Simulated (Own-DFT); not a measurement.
# A layer strained by its substrate: wurtzite AlN, 72 atoms (Al36N36)

No measurement is shown. These are fixed-geometry runs of a retired plane-wave code named Own-DFT, which no person has reviewed; spin and spin-orbit coupling are neglected.

Method: PBE; PseudoDojo norm-conserving scalar-relativistic files; cutoff 42 hartree; 4 x 4 x 3 k mesh centred on Gamma; Gaussian smearing of 0.01 eV.

Keep in mind: k mesh not checked against a denser one; stress not checked against mesh or cutoff.

Unstrained cell vectors in Å: (9.336, 0.000, 0.000); (-4.668, 8.085, 0.000); (0.000, 0.000, 9.964). The unstrained cell has measured lattice constants (interpolated for alloys), not those of this functional. That, the random moves and any unrelaxed bonds set the pressure at no strain. Each run strains x and y alike by e, as a substrate would, and holds the height along z. Each coordinate of each atom was shifted by a normal deviate of width 0.05 Å. Stress is positive in tension.

| e (%) | u (Å) | (s_xx + s_yy)/2 (GPa) | s_zz (GPa) |
|---|---|---|---|
| -2.25 | 0.051 | -21.93 | -7.22 |
| -2.00 | 0.054 | -19.60 | -9.64 |
| -1.50 | 0.047 | -13.14 | -9.55 |
| -1.25 | 0.053 | -12.77 | -9.56 |
| -1.00 | 0.048 | -12.10 | -5.87 |
| 1.25 | 0.052 | 0.95 | -3.35 |
| 2.00 | 0.052 | 3.84 | -0.60 |
| 2.25 | 0.052 | 5.58 | -1.23 |
| 2.75 | 0.045 | ? | ? |
| 3.00 | 0.054 | 9.41 | -2.86 |

## Worked fit

With e as a fraction, the in-plane stress is -5.4 + 592 e - 4321 e² GPa (errors 24 and 1919, scatter 1.18), and s_zz is -5.6 + 160 e GPa (slope ± 30, scatter 1.72). At e = 0 the first slope is C11 + C12 and the second 2 C13, both with the ions held to the strained lattice and at the cell's own pressure. A free layer would change its height as e changes, and the in-plane slope would drop by 2 C13²/C33 to the biaxial modulus. At fixed height, a misfit of 1 % moves the in-plane stress by about 5.9 GPa and s_zz by 1.6 GPa.

## Prediction

Asked: what are the two stresses at e = 2.75 %?

The fitted form gives 7.7 and -1.2 GPa. The calculation gave 9.07 and -3.38 GPa.
